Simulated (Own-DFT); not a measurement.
# Point defects and the pressure they add: L1_0 TiAl

Everything here is calculated. The program is Own-DFT (plane waves, in-house, since retired, never reviewed by a person); positions were held fixed, and spin and spin-orbit coupling were off.

Settings: PBE; PseudoDojo norm-conserving scalar-relativistic files; cutoff 42 hartree; 4 x 4 x 4 k mesh centred on Gamma; cold (Marzari-Vanderbilt) smearing of 0.2 eV.

Known weak points: forces on such cells failed a check on a denser k mesh; stress not checked against mesh or cutoff.

All runs share one cell, with vectors in Å (5.622, 5.622, 0.000); (-5.622, 5.622, 0.000); (0.000, 0.000, 8.133) and a volume of 514.0 Å³. Atoms were moved at random from their sites; u is the rms move along one axis. The defect's site can differ from row to row.

```
            cell   formula   u (Å)  P (GPa)
       no defect  Al16Ti16  0.0209     1.18
       no defect  Al16Ti16  0.0416     1.56
       no defect  Al16Ti16  0.0517     1.73
two Al vacancies  Al14Ti16  0.0313    -0.50
two Al vacancies  Al14Ti16  0.0486    -0.40
two Al vacancies  Al14Ti16  0.0506    -0.23
  one Ti vacancy  Al16Ti15  0.0272     0.39
  one Ti vacancy  Al16Ti15  0.0322        ?
  one Ti vacancy  Al16Ti15  0.0323     0.68
  one Ti vacancy  Al16Ti15  0.0331     0.59
```

## Fit

P = P0 + c u² + a shift for each defect gives P0 = 1.14 GPa, c = 217 ± 49 GPa/Å² and a scatter of 0.10 GPa. The shifts, and each times the cell's volume:

- one Ti vacancy: -0.79 ± 0.09 GPa, -2.5 eV
- two Al vacancies: -1.94 ± 0.08 GPa, -6.2 eV (-3.1 eV for each of its 2 sites)

Positive is outwards. The product with the volume (160.2 GPa Å³ to the eV) is nearly free of the cell's size; divided by the bulk modulus at the cell's pressure it gives the volume that the defect adds. The atoms around the defects weren't relaxed, which would change these numbers.

## Check

Question: what pressure belongs in the blank (one Ti vacancy, u = 0.0322 Å)?

From the fit: 0.57 ± 0.11 GPa. DFT gave 0.56 GPa.
